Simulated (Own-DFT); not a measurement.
# Strain and stress in 2H SiC, 72 atoms (C36Si36)

All numbers below are calculated, not measured. They come from Own-DFT, an in-house plane-wave density functional program, since retired, whose code no person has reviewed. Each row is one single-point run on a periodic cell that was not relaxed, without spin or spin-orbit coupling.

Settings of every run: PBE; PseudoDojo norm-conserving scalar-relativistic files; cutoff 42 hartree; 4 x 4 x 3 k mesh centred on Gamma; Fermi-Dirac smearing of 0.1 eV.

Known limits: forces on such cells passed a denser k mesh, each cell not checked; stress not checked against mesh or cutoff.

Unstrained cell vectors in Å: (9.248, 0.000, 0.000); (-4.624, 8.009, 0.000); (0.000, 0.000, 10.068). The unstrained cell has measured lattice constants (interpolated for alloys), not those of this functional. That, the random moves and any unrelaxed bonds set the pressure at no strain. Each run strains this cell uniformly, with the atoms carried along. Every atom was also moved at random, by a Gaussian of width 0.05 Å on each axis. Strain is the symmetric tensor, in per cent. Stress is positive in tension, and the pressure is minus a third of its trace.

| run | e_xx (%) | e_yy (%) | e_zz (%) | e_yz (%) | e_xz (%) | e_xy (%) | s_xx (GPa) | s_yy (GPa) | s_zz (GPa) | s_yz (GPa) | s_xz (GPa) | s_xy (GPa) | P (GPa) | E (meV/atom) |
|---|---|---|---|---|---|---|---|---|---|---|---|---|---|---|
| 1 | -1.29 | -1.59 | -1.70 | 0.63 | -1.87 | 0.98 | -15.82 | -14.81 | -21.43 | 0.87 | -5.85 | 6.42 | 17.35 | 65.1 |
| 2 | -1.02 | -0.15 | 1.27 | -0.29 | -0.08 | -0.78 | -10.21 | -4.37 | -0.75 | -1.67 | -0.14 | -4.74 | 5.11 | 11.0 |
| 3 | -0.95 | -0.85 | 1.10 | 0.07 | -1.59 | 1.93 | -11.61 | -11.29 | -0.31 | 1.06 | -6.65 | 10.95 | 7.74 | 29.6 |
| 4 | -1.28 | -0.56 | -0.73 | -1.22 | 1.55 | -1.25 | -12.38 | -10.90 | -11.32 | -4.24 | 4.69 | -8.38 | 11.53 | 20.5 |
| 5 | -1.99 | 1.26 | 1.55 | -1.93 | -1.32 | -1.92 | -13.83 | -0.11 | 1.79 | -6.37 | -3.47 | -10.04 | 4.05 | 29.3 |
| 6 | -1.66 | 1.43 | 1.83 | 0.76 | -0.08 | 0.60 | -12.20 | 3.38 | 2.58 | 2.70 | -0.49 | 3.70 | 2.08 | 13.4 |
| 7 | -1.73 | 0.75 | -0.11 | -1.40 | -0.32 | -1.93 | -14.31 | -2.04 | -7.83 | -4.66 | -0.60 | -8.61 | 8.06 | 29.3 |
| 8 | -1.68 | 1.15 | 0.57 | -1.98 | -1.68 | -0.59 | -12.90 | -1.07 | -3.48 | -6.98 | -4.98 | -1.61 | 5.82 | 37.5 |
| 9 | 1.80 | 0.69 | 0.90 | -1.68 | -0.58 | -0.82 | 6.04 | 0.78 | -1.05 | -5.14 | -1.69 | -3.23 | -1.92 | 10.5 |
| 10 | 1.43 | -0.93 | 0.93 | -1.92 | -0.06 | 0.61 | 4.33 | -8.49 | -2.38 | -5.24 | -0.87 | 2.18 | 2.18 | 15.6 |
| 11 | 1.02 | -0.48 | 1.97 | 0.67 | 1.53 | 1.28 | 2.04 | -7.75 | 2.52 | 1.55 | 4.45 | 6.35 | 1.06 | 45.5 |
| 12 | 0.96 | -0.54 | 1.59 | -1.94 | 0.97 | 0.68 | -0.85 | -5.35 | 1.09 | -6.26 | 2.22 | 3.05 | 1.70 | 40.4 |
| 13 | -0.10 | 0.51 | 1.90 | 0.07 | -1.41 | -1.75 | -4.90 | -1.35 | 2.89 | 0.10 | -3.52 | -8.89 | 1.12 | 32.1 |
| 14 | -0.95 | 1.96 | 0.42 | 1.23 | -0.25 | -0.15 | -8.88 | 5.10 | -3.56 | 4.62 | -1.23 | 0.30 | 2.45 | 12.0 |
| 15 | -0.72 | -1.08 | -0.54 | -0.22 | -1.27 | 1.98 | -9.13 | -11.34 | -12.96 | -2.61 | -4.60 | 6.79 | 11.15 | 45.4 |
| 16 | -0.22 | -1.09 | 1.17 | -1.43 | -0.46 | -1.15 | -4.79 | -10.44 | -0.99 | -4.89 | -0.76 | -5.62 | 5.41 | 0.0 |
| 17 | 1.59 | -1.34 | 0.33 | 1.37 | -1.10 | 1.54 | ? | ? | ? | ? | ? | ? | ? | ? |

E is the free energy for each atom above the lowest run shown.

## Worked fit

Each stress component was fitted by least squares to a constant and the strains of the runs shown, as fractions, with shears doubled. Shear strains stay in the fit of a normal stress only where such slopes are resolved. The slopes, in GPa:

| stress | at no strain | per e_xx | per e_yy | per e_zz | scatter |
|---|---|---|---|---|---|
| s_xx | -5.0 | 565 ± 28 | 72 ± 32 | 60 ± 32 | 1.09 |
| s_yy | -5.0 | 86 ± 30 | 547 ± 34 | 41 ± 34 | 1.16 |
| s_zz | -7.8 | 22 ± 30 | 86 ± 34 | 591 ± 34 | 1.16 |

Each shear stress against twice its own strain: yz 158 ± 11, xz 150 ± 5, xy 249 ± 19 GPa. These are stiffnesses along x, y and z of the frame in which the cell vectors are given, which need not be the crystal's axes. The atoms are held to the strained lattice; where symmetry lets them move under strain, relaxing them would lower some slopes. The table should be nearly symmetric about its diagonal, and what it lacks of that shows the noise. A ninth of its sum, 230 ± 6 GPa, estimates the bulk modulus near the mean pressure of these runs, 5.3 GPa, so it lies above the value at zero pressure.

## Withheld run

Question: what normal stresses and pressure should run 17 give?

The fit gives s_xx = 3.2, s_yy = -10.8, s_zz = -6.6 and P = 4.7 GPa. The calculation gave 3.43, -9.33, -6.09 and P = 4.00 GPa.
